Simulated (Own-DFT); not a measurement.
# Misfit strain and the stress it brings: diamond-structure GeSn with randomly placed atoms, 64 atoms (Ge60Sn4)

Source: density functional calculations with Own-DFT, an unreviewed in-house program that is no longer used. Nothing was measured or relaxed, and spin and spin-orbit coupling are left out.

Common settings: PBE; PseudoDojo norm-conserving scalar-relativistic files; cutoff 49 hartree; 3 x 3 x 3 k mesh centred on Gamma; Fermi-Dirac smearing of 0.1 eV.

Caveats: forces on such cells moved up to 12 meV/angstrom on a denser k mesh; stress not checked against mesh or cutoff.

Unstrained cell vectors in Å: (11.420, 0.000, 0.000); (0.000, 11.420, 0.000); (0.000, 0.000, 11.420). The unstrained cell has measured lattice constants (interpolated for alloys), not those of this functional. That, the random moves and any unrelaxed bonds set the pressure at no strain. Each run strains x and y alike by e, as a substrate would, and holds the height along z. All atoms carry random offsets, Gaussian with a width of 0.05 Å per axis. The random placing of the alloy's atoms differs from row to row. Stress is positive in tension.

| e (%) | u (Å) | (s_xx + s_yy)/2 (GPa) | s_zz (GPa) |
|---|---|---|---|
| -2.50 | 0.049 | -9.63 | -7.90 |
| -1.50 | 0.052 | -7.72 | -6.80 |
| -0.50 | 0.050 | -5.60 | -5.38 |
| 0.25 | 0.050 | ? | ? |
| 1.25 | 0.052 | -2.83 | -3.51 |
| 1.50 | 0.048 | -2.52 | -3.33 |
| 1.75 | 0.049 | -2.11 | -3.16 |
| 2.50 | 0.050 | -0.87 | -2.29 |
| 2.75 | 0.052 | -0.85 | -2.39 |
| 3.00 | 0.053 | -0.58 | -2.33 |

## What the rows give

With e as a fraction, the in-plane stress is -4.8 + 172 e - 914 e² GPa (errors 2 and 161, scatter 0.13), and s_zz is -4.8 + 110 e - 707 e² GPa (slope ± 3, scatter 0.15). At e = 0 the first slope is C11 + C12 and the second 2 C12, both with the ions held to the strained lattice and at the cell's own pressure. The term in e² is negative: the layer stiffens under compression and softens under tension. A free layer would change its height as e changes, and the in-plane slope would drop by 2 C12²/C11 to the biaxial modulus. At fixed height, a misfit of 1 % moves the in-plane stress by about 1.7 GPa and s_zz by 1.1 GPa.

## Withheld run

The question: what are the two stresses at e = 0.25 %?

The fitted form gives -4.4 and -4.6 GPa. DFT gave -4.53 and -4.60 GPa.
